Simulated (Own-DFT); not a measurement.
## Calculated data, Si₄SnGe₁₁ (diamond-structure random alloy, strained, atoms displaced)

A calculation, not a measurement: plane-wave density functional theory by an unreviewed code, no spin, of a simulated periodic cell, stress positive in tension, run twice, with PBE and with PBEsol, both on files made for PBE, so the change isn't that of files made for PBEsol, forces on such cells moved up to 12 meV/angstrom on a denser k mesh; the far tail of each file's local potential was reset to the Coulomb form; each entry is a single point on an unrelaxed cell, so the pressure reflects the starting lattice, mostly measured values (interpolated for alloys), from which strain is counted, and rises with the displacements; printed positions are rounded, which can move forces by about a meV/angstrom; the program, named Own-DFT, is a retired in-house code; no spin-orbit coupling; stress was not checked against mesh or cutoff. Program: Own-DFT development build.

Settings shared by all entries: functional PBE, then PBEsol; potential files PseudoDojo norm-conserving, scalar-relativistic, standard set; wave cutoff 49 hartree; occupations Fermi-Dirac; smearing width 0.1 eV; k mesh 3 x 3 x 3 centred on Gamma.

(1) Si₄SnGe₁₁ (diamond-structure random alloy, strained, atoms displaced)

```
Si4SnGe11
1.0
     11.1650     0.0000     0.0000
      0.0000    11.1650     0.0000
      0.0000     0.0000    11.3064
Ge Sn Ge Si Ge Si Ge Si Ge Si Sn Ge Si Ge Si Ge Si Ge Sn Si Ge Sn Si Ge Si Ge Si Ge Si Ge
5 1 1 4 1 2 3 1 7 1 1 1 1 1 1 2 1 4 1 1 2 1 1 2 1 10 1 3 1 2
Direct
  0.99812 0.00084 0.00034
  0.00303 0.24858 0.24957
  0.24195 0.00129 0.25134
  0.24536 0.24111 0.00011
  0.12322 0.11926 0.12626
  0.13341 0.37686 0.37621
  0.37132 0.12660 0.36782
  0.37638 0.37035 0.12505
  0.01017 0.99812 0.50371
  0.99346 0.25035 0.76137
  0.25361 0.00047 0.74941
  0.24716 0.25147 0.49709
  0.12351 0.12511 0.62098
  0.12542 0.38053 0.87450
  0.37014 0.12211 0.87801
  0.38107 0.37249 0.61750
  0.99387 0.50691 0.99741
  0.99638 0.74749 0.25158
  0.25858 0.49921 0.25394
  0.24789 0.74810 0.00166
  0.12144 0.62829 0.11960
  0.11905 0.87200 0.37489
  0.36903 0.62304 0.37696
  0.37133 0.88400 0.11678
  0.99205 0.49858 0.49261
  0.00298 0.74784 0.75016
  0.25120 0.49767 0.75733
  0.24300 0.74728 0.50447
  0.11545 0.62346 0.62315
  0.12927 0.88125 0.87431
  0.36983 0.62064 0.86683
  0.37510 0.87595 0.61914
  0.50391 0.00163 0.99828
  0.50049 0.24734 0.25930
  0.74580 0.00277 0.24950
  0.75375 0.25561 0.99946
  0.62700 0.11980 0.12704
  0.62136 0.37472 0.37825
  0.87174 0.12887 0.36800
  0.87383 0.38579 0.13055
  0.50545 0.00460 0.49732
  0.49911 0.25008 0.74914
  0.75034 0.99802 0.75065
  0.75300 0.24527 0.49830
  0.61699 0.12729 0.62784
  0.62185 0.37761 0.87933
  0.87838 0.12750 0.87059
  0.87381 0.37282 0.61949
  0.49941 0.50373 0.00205
  0.50056 0.74501 0.25364
  0.75576 0.49933 0.25548
  0.74832 0.75271 0.99971
  0.62347 0.63364 0.12351
  0.62615 0.87224 0.38046
  0.87682 0.62399 0.37618
  0.87008 0.87288 0.13054
  0.50220 0.49680 0.50257
  0.51094 0.75189 0.74900
  0.75498 0.50100 0.74922
  0.75118 0.73526 0.49893
  0.62488 0.61746 0.62219
  0.62877 0.87129 0.87535
  0.88288 0.61800 0.88411
  0.87185 0.87677 0.61914
```

- PBE pressure: 6.46 GPa
- PBE stress xx: -6.83 GPa
- PBE stress yy: -6.75 GPa
- PBE stress zz: -5.79 GPa
- PBE stress yz: -0.32 GPa
- PBE stress xz: 0.24 GPa
- PBE stress xy: -0.8 GPa
- PBEsol pressure: 3.66 GPa
- PBEsol stress xx: -4.03 GPa
- PBEsol stress yy: -3.96 GPa
- PBEsol stress zz: -3 GPa
- PBEsol stress yz: -0.3 GPa
- PBEsol stress xz: 0.23 GPa
- PBEsol stress xy: -0.78 GPa
- rms change of force components from PBE to PBEsol: 0.052 eV/Å

Force:
| force element | PBE force x (eV/Å) | PBE force y (eV/Å) | PBE force z (eV/Å) | PBEsol force x (eV/Å) | PBEsol force y (eV/Å) | PBEsol force z (eV/Å) |
| --- | --- | --- | --- | --- | --- | --- |
| Ge | -0.475 | -0.194 | -0.251 | -0.41 | -0.215 | -0.202 |
| Ge | 0.181 | 1.397 | -2.351 | 0.206 | 1.317 | -2.254 |
| Ge | 0.68 | -0.761 | -0.061 | 0.658 | -0.724 | -0.07 |
| Ge | -0.049 | 1.548 | 0.306 | -0.042 | 1.426 | 0.3 |
| Ge | -0.509 | 0.541 | -0.262 | -0.489 | 0.519 | -0.251 |
| Sn | -1.752 | 0.476 | -0.855 | -1.704 | 0.457 | -0.834 |
| Ge | 0.175 | -0.306 | 0.823 | 0.126 | -0.326 | 0.835 |
| Si | 0.353 | -0.238 | 0.22 | 0.312 | -0.2 | 0.182 |
| Si | -0.804 | -0.067 | -0.015 | -0.829 | -0.13 | -0.066 |
| Si | 1.456 | 0.593 | -1.634 | 1.417 | 0.641 | -1.657 |
| Si | -0.493 | 0.264 | -0.78 | -0.445 | 0.223 | -0.724 |
| Ge | 1.736 | -2.261 | 2.131 | 1.731 | -2.155 | 2.025 |
| Si | 0.23 | 0.195 | 1.517 | 0.266 | 0.255 | 1.468 |
| Si | -2.133 | -2.417 | 1.88 | -2.061 | -2.333 | 1.877 |
| Ge | 0.627 | 0.022 | -0.921 | 0.64 | 0.056 | -0.848 |
| Ge | -0.422 | -0.802 | 0.446 | -0.395 | -0.781 | 0.426 |
| Ge | 1.934 | -2.692 | 1.921 | 1.868 | -2.527 | 1.853 |
| Si | 0.193 | 0.13 | -0.348 | 0.191 | 0.124 | -0.341 |
| Ge | 0.332 | 0.737 | -2.801 | 0.301 | 0.744 | -2.659 |
| Ge | 0.744 | 0.293 | -1.076 | 0.683 | 0.319 | -1.007 |
| Ge | 0.134 | -0.372 | 1.401 | 0.152 | -0.371 | 1.309 |
| Ge | 0.155 | -0.159 | 0.04 | 0.218 | -0.15 | 0.036 |
| Ge | 0.993 | 0.574 | 0.703 | 0.959 | 0.549 | 0.668 |
| Ge | 0.254 | -0.985 | 1.19 | 0.235 | -0.951 | 1.143 |
| Ge | 0.49 | 0.582 | 1.79 | 0.436 | 0.541 | 1.706 |
| Si | -0.35 | 0.449 | 0.003 | -0.384 | 0.485 | 0.058 |
| Sn | -0.807 | -0.439 | -3.327 | -0.756 | -0.472 | -3.303 |
| Ge | -0.055 | -0.147 | -0.158 | -0.01 | -0.106 | -0.199 |
| Si | -0.414 | 0.2 | -0.042 | -0.37 | 0.155 | -0.1 |
| Ge | -0.395 | -0.713 | -0.512 | -0.391 | -0.697 | -0.421 |
| Si | 3.052 | 3.113 | 2.47 | 2.971 | 3.03 | 2.454 |
| Ge | 0.503 | -0.02 | 0.925 | 0.491 | -0.023 | 0.834 |
| Ge | 0.122 | -0.383 | -0.527 | 0.077 | -0.338 | -0.464 |
| Si | -0.029 | 0.477 | -1.703 | 0.003 | 0.434 | -1.623 |
| Ge | -0.792 | -2.156 | -0.384 | -0.767 | -2.09 | -0.39 |
| Ge | 0.339 | -0.343 | 0.475 | 0.265 | -0.331 | 0.455 |
| Ge | -0.556 | 1.6 | -0.279 | -0.511 | 1.505 | -0.288 |
| Ge | 0.994 | -0.648 | -0.114 | 0.963 | -0.559 | -0.091 |
| Sn | 1.232 | -1.259 | 1.551 | 1.213 | -1.238 | 1.41 |
| Si | 0.727 | -1.259 | -0.689 | 0.71 | -1.229 | -0.674 |
| Ge | -1.105 | -0.231 | -0.261 | -1.072 | -0.234 | -0.242 |
| Ge | -0.521 | 0.328 | 0.839 | -0.5 | 0.317 | 0.799 |
| Sn | -0.242 | 0.633 | 0.129 | -0.237 | 0.614 | 0.036 |
| Si | -2.04 | 1.38 | 1.573 | -2.007 | 1.367 | 1.547 |
| Ge | 0.74 | 0.802 | -1.11 | 0.678 | 0.751 | -1.054 |
| Ge | 0.372 | 0.002 | -0.692 | 0.365 | 0.002 | -0.672 |
| Si | 0.14 | 0.486 | 1.836 | 0.075 | 0.414 | 1.855 |
| Ge | -0.004 | -0.628 | 0.777 | -0.004 | -0.534 | 0.752 |
| Ge | -0.922 | -0.043 | -0.039 | -0.828 | -0.044 | -0.044 |
| Ge | -0.883 | 1.275 | -0.092 | -0.838 | 1.227 | -0.087 |
| Ge | -1.351 | 0.327 | -0.584 | -1.334 | 0.36 | -0.51 |
| Ge | 0.501 | -0.3 | -0.249 | 0.52 | -0.33 | -0.179 |
| Ge | 0.503 | -1.16 | 0.466 | 0.482 | -1.115 | 0.447 |
| Ge | 0.259 | -0.311 | -0.489 | 0.247 | -0.297 | -0.483 |
| Ge | 0.104 | 0.434 | -0.924 | 0.053 | 0.37 | -0.85 |
| Ge | 0.506 | 0.134 | -0.233 | 0.447 | 0.163 | -0.262 |
| Ge | -0.578 | 0.584 | -0.844 | -0.555 | 0.551 | -0.812 |
| Si | -1.294 | -0.436 | 0.017 | -1.277 | -0.447 | -0.062 |
| Ge | -0.231 | -0.423 | 0.42 | -0.227 | -0.419 | 0.401 |
| Ge | -0.205 | 1.525 | 0.273 | -0.198 | 1.476 | 0.261 |
| Ge | 0.077 | 0.707 | 1.124 | 0.114 | 0.653 | 1.046 |
| Si | -1.37 | -0.609 | 0.743 | -1.3 | -0.553 | 0.778 |
| Ge | -1.943 | 2.716 | -2.683 | -1.903 | 2.595 | -2.564 |
| Ge | 1.886 | -1.762 | -0.702 | 1.769 | -1.719 | -0.675 |

(2) Si₄SnGe₁₁ (diamond-structure random alloy, strained, atoms displaced)

```
Si4SnGe11
1.0
     11.1650     0.0000     0.0000
      0.0000    11.1650     0.0000
      0.0000     0.0000    11.3064
Ge Si Ge Sn Ge Si Ge Si Ge Si Ge Sn Si Sn Si Ge Si Ge Si Ge Si Ge Si Ge Si Ge Si Ge Sn Ge Si
2 1 4 1 2 2 1 1 3 1 1 1 2 1 1 4 1 1 1 7 1 8 2 1 1 1 1 4 1 5 1
Direct
  0.99684 0.99242 0.01308
  0.99233 0.25515 0.24887
  0.24793 0.99905 0.25181
  0.24572 0.25323 0.99900
  0.12004 0.12776 0.12046
  0.12865 0.36679 0.37247
  0.37102 0.11646 0.37132
  0.36392 0.37861 0.11830
  0.00201 0.00347 0.49881
  0.00112 0.25301 0.75058
  0.25052 0.00442 0.75409
  0.25438 0.24340 0.49631
  0.12221 0.12392 0.63110
  0.12245 0.36863 0.87827
  0.37688 0.11226 0.87481
  0.36806 0.36890 0.61927
  0.00142 0.49841 0.00358
  0.99995 0.75710 0.25046
  0.24970 0.49788 0.24202
  0.26135 0.75631 0.00247
  0.12775 0.62232 0.12917
  0.12383 0.87326 0.37862
  0.37184 0.62477 0.37827
  0.37433 0.87295 0.12213
  0.00902 0.50246 0.49499
  0.99489 0.75236 0.74621
  0.24451 0.49949 0.75096
  0.24535 0.74379 0.50584
  0.12832 0.62571 0.62097
  0.13463 0.88208 0.87813
  0.37377 0.62422 0.87240
  0.35899 0.87760 0.62324
  0.50355 0.00795 0.00233
  0.49589 0.24969 0.25501
  0.74440 0.00894 0.24560
  0.74466 0.24561 0.99977
  0.62970 0.12459 0.11822
  0.62430 0.37898 0.37374
  0.86626 0.12877 0.37900
  0.87438 0.37505 0.12669
  0.49869 0.00641 0.50325
  0.49077 0.25405 0.74564
  0.74647 0.98819 0.75418
  0.74096 0.24856 0.50889
  0.62336 0.12455 0.62625
  0.62072 0.37618 0.87258
  0.87280 0.12759 0.87137
  0.87836 0.37096 0.62696
  0.49568 0.49497 0.00231
  0.50532 0.75491 0.24755
  0.74586 0.49697 0.25072
  0.75418 0.74997 0.00292
  0.61793 0.62449 0.12198
  0.62243 0.87820 0.37345
  0.88359 0.62875 0.38434
  0.87025 0.86860 0.11877
  0.49733 0.50005 0.50715
  0.49807 0.75082 0.75505
  0.75281 0.50083 0.75194
  0.75644 0.75117 0.50079
  0.63195 0.62737 0.62489
  0.62295 0.88052 0.88254
  0.87807 0.62745 0.87610
  0.87605 0.87684 0.62208
```

- PBE pressure: 6.33 GPa
- PBE stress xx: -6.62 GPa
- PBE stress yy: -6.59 GPa
- PBE stress zz: -5.77 GPa
- PBE stress yz: -0.41 GPa
- PBE stress xz: -0.49 GPa
- PBE stress xy: -0.91 GPa
- PBEsol pressure: 3.53 GPa
- PBEsol stress xx: -3.82 GPa
- PBEsol stress yy: -3.79 GPa
- PBEsol stress zz: -2.98 GPa
- PBEsol stress yz: -0.41 GPa
- PBEsol stress xz: -0.47 GPa
- PBEsol stress xy: -0.88 GPa
- rms change of force components from PBE to PBEsol: 0.05 eV/Å

Force:
| force element | PBE force x (eV/Å) | PBE force y (eV/Å) | PBE force z (eV/Å) | PBEsol force x (eV/Å) | PBEsol force y (eV/Å) | PBEsol force z (eV/Å) |
| --- | --- | --- | --- | --- | --- | --- |
| Ge | 0.335 | 0.972 | -2.067 | 0.33 | 0.946 | -2 |
| Ge | 0.299 | -1.304 | 0.861 | 0.324 | -1.22 | 0.79 |
| Si | -0.479 | -0.788 | -0.769 | -0.462 | -0.699 | -0.756 |
| Ge | -1.003 | -2.562 | -2.104 | -0.955 | -2.519 | -1.989 |
| Ge | 0.267 | -0.279 | 1.313 | 0.225 | -0.245 | 1.241 |
| Ge | 0.206 | 0.321 | 0.089 | 0.158 | 0.358 | 0.038 |
| Ge | 0.181 | 0.516 | 0.261 | 0.26 | 0.514 | 0.266 |
| Sn | 2.351 | -1.315 | 0.62 | 2.222 | -1.327 | 0.658 |
| Ge | -0.702 | -0.235 | -0.291 | -0.65 | -0.196 | -0.234 |
| Ge | -0.242 | 0.1 | 0.141 | -0.236 | 0.016 | 0.139 |
| Si | -0.558 | -0.36 | -0.678 | -0.547 | -0.356 | -0.662 |
| Si | -0.928 | -0.355 | 0.105 | -0.904 | -0.346 | 0.104 |
| Ge | 1.007 | 0.373 | -0.488 | 0.911 | 0.37 | -0.477 |
| Si | -0.149 | 0.988 | -0.436 | -0.146 | 0.962 | -0.43 |
| Ge | -0.394 | 1.94 | -0.207 | -0.327 | 1.915 | -0.159 |
| Ge | -0.344 | 0.666 | 0.188 | -0.277 | 0.685 | 0.227 |
| Ge | 0.452 | 0.253 | -0.197 | 0.373 | 0.238 | -0.188 |
| Si | 0.397 | -0.803 | -0.011 | 0.312 | -0.79 | -0.019 |
| Ge | -2.599 | 1.164 | 2.125 | -2.489 | 1.086 | 2.101 |
| Sn | -1.905 | -2.537 | -0.76 | -1.916 | -2.445 | -0.804 |
| Si | -1.301 | 0.65 | 0.298 | -1.242 | 0.592 | 0.263 |
| Si | 0.17 | 0.144 | -0.575 | 0.175 | 0.144 | -0.472 |
| Sn | 0.671 | 0.067 | -1.182 | 0.651 | 0.057 | -1.14 |
| Si | 2.387 | 3.125 | 2.939 | 2.384 | 3.04 | 2.851 |
| Ge | -0.075 | -1.117 | 1.122 | -0.083 | -1.073 | 1.022 |
| Ge | 1.274 | 0.184 | -0.087 | 1.229 | 0.158 | -0.022 |
| Ge | -0.035 | -0.155 | 0.136 | -0.003 | -0.181 | 0.099 |
| Ge | -1.19 | 1.829 | -0.165 | -1.077 | 1.792 | -0.166 |
| Si | -1.215 | -0.458 | 1.327 | -1.185 | -0.455 | 1.294 |
| Ge | -2.098 | 0.472 | -1.148 | -2.063 | 0.429 | -1.063 |
| Si | 0.102 | -2.724 | 0.703 | 0.065 | -2.644 | 0.651 |
| Ge | 0.716 | 0.885 | 0.055 | 0.728 | 0.818 | 0.017 |
| Ge | -0.78 | -1.327 | 0.686 | -0.716 | -1.259 | 0.623 |
| Ge | 0.696 | -0.533 | -0.384 | 0.677 | -0.518 | -0.361 |
| Ge | 1.133 | -1.098 | 0.837 | 1.051 | -1.088 | 0.769 |
| Ge | 0.918 | 1.277 | -0.822 | 0.891 | 1.223 | -0.793 |
| Ge | -1.316 | 0.933 | 1.332 | -1.267 | 0.891 | 1.278 |
| Ge | -0.221 | -0.289 | 0.581 | -0.265 | -0.328 | 0.606 |
| Si | 0.464 | 0.078 | -0.267 | 0.45 | 0.08 | -0.265 |
| Ge | -1.194 | 0.506 | -0.425 | -1.111 | 0.449 | -0.437 |
| Ge | -0.529 | -1.079 | -0.231 | -0.514 | -1.037 | -0.232 |
| Ge | 0.521 | -0.868 | 0.688 | 0.512 | -0.844 | 0.658 |
| Ge | 0.816 | 1.144 | -0.947 | 0.751 | 1.146 | -0.871 |
| Ge | 1.272 | 0.795 | -0.923 | 1.161 | 0.758 | -0.89 |
| Ge | -0.271 | -0.388 | 1.304 | -0.277 | -0.368 | 1.245 |
| Ge | -0.124 | 0.049 | 0.362 | -0.089 | 0.012 | 0.318 |
| Ge | 0.232 | -0.973 | 0.514 | 0.21 | -0.942 | 0.503 |
| Si | -0.196 | 0.849 | -0.492 | -0.194 | 0.828 | -0.478 |
| Si | 1.411 | 2.178 | -1.911 | 1.376 | 2.065 | -1.884 |
| Ge | -0.292 | 0.095 | -0.826 | -0.281 | 0.107 | -0.731 |
| Si | 0.487 | 1.291 | -0.272 | 0.509 | 1.225 | -0.231 |
| Ge | -1.664 | -1.178 | -0.735 | -1.568 | -1.09 | -0.741 |
| Si | 0.762 | -0.605 | 0.197 | 0.748 | -0.515 | 0.202 |
| Ge | 0.624 | 0.264 | 0.5 | 0.596 | 0.254 | 0.471 |
| Ge | -0.68 | -0.206 | -2.031 | -0.661 | -0.206 | -1.9 |
| Ge | 0.334 | 0.636 | 2.464 | 0.299 | 0.652 | 2.329 |
| Ge | 1.315 | -0.772 | 0.486 | 1.273 | -0.754 | 0.465 |
| Sn | 0.007 | 0.5 | -1.096 | 0.057 | 0.536 | -1.106 |
| Ge | 0.378 | -0.451 | -0.31 | 0.334 | -0.398 | -0.27 |
| Ge | -0.479 | 0.623 | -0.119 | -0.488 | 0.554 | -0.14 |
| Ge | 0.181 | -0.668 | -0.442 | 0.176 | -0.65 | -0.427 |
| Ge | 0.682 | -0.318 | 0.956 | 0.671 | -0.292 | 0.914 |
| Ge | 0.01 | -0.355 | 0.044 | 0 | -0.338 | 0.037 |
| Si | -0.095 | 0.229 | 0.163 | -0.097 | 0.222 | 0.161 |
